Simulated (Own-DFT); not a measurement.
# What a defect does to the pressure of its cell: C11b WSi2

Everything here is calculated. The program is Own-DFT (plane waves, in-house, since retired, never reviewed by a person); positions were held fixed, and spin and spin-orbit coupling were off.

Method: PBE; PseudoDojo norm-conserving scalar-relativistic files; cutoff 50 hartree; 5 x 5 x 5 k mesh centred on Gamma; cold (Marzari-Vanderbilt) smearing of 0.2 eV.

Caveats: forces on such cells failed a check on a denser k mesh; stress not checked against mesh or cutoff.

All runs share one cell, with vectors in Å (-2.148, -5.953, 3.409); (-6.444, 2.976, 1.136); (-2.553, -2.948, -6.757) and a volume of 403.2 Å³. Atoms were moved at random from their sites; u is the rms move along one axis. The defect's site can differ from row to row.

```
cell,formula,u (Å),P (GPa)
no defect,Si20W10,0.0218,4.53
no defect,Si20W10,0.0436,6.09
no defect,Si20W10,0.0475,6.13
one Si vacancy,Si19W10,0.0309,3.45
one Si vacancy,Si19W10,0.0484,4.56
one Si vacancy,Si19W10,0.0509,4.44
one W on a Si site,Si19W11,0.0312,?
one W on a Si site,Si19W11,0.0315,10.22
one W on a Si site,Si19W11,0.0452,10.97
one W on a Si site,Si19W11,0.0510,11.20
one Si on a W site,Si21W9,0.0289,6.13
one Si on a W site,Si21W9,0.0342,6.20
one Si on a W site,Si21W9,0.0413,6.37
one W vacancy,Si20W9,0.0306,3.30
one W vacancy,Si20W9,0.0317,3.68
one W vacancy,Si20W9,0.0537,4.20
```

## Analysis

P = P0 + c u² + a shift for each defect gives P0 = 4.64 GPa, c = 614 ± 90 GPa/Å² and a scatter of 0.25 GPa. The shifts, and each times the cell's volume:

- one W on a Si site: 5.01 ± 0.20 GPa, 12.6 eV
- one Si on a W site: 0.83 ± 0.20 GPa, 2.1 eV
- one Si vacancy: -1.69 ± 0.21 GPa, -4.3 eV
- one W vacancy: -1.90 ± 0.20 GPa, -4.8 eV

Against the defect-free cell, a freed cell would be larger where the shift is positive and smaller where it is negative (160.2 GPa Å³ is 1 eV). The atoms around the defects weren't relaxed, which would change these numbers.

## Prediction

Asked: what pressure belongs in the blank (one W on a Si site, u = 0.0312 Å)?

The fit gives 10.24 ± 0.30 GPa. The run itself gave 10.16 GPa.
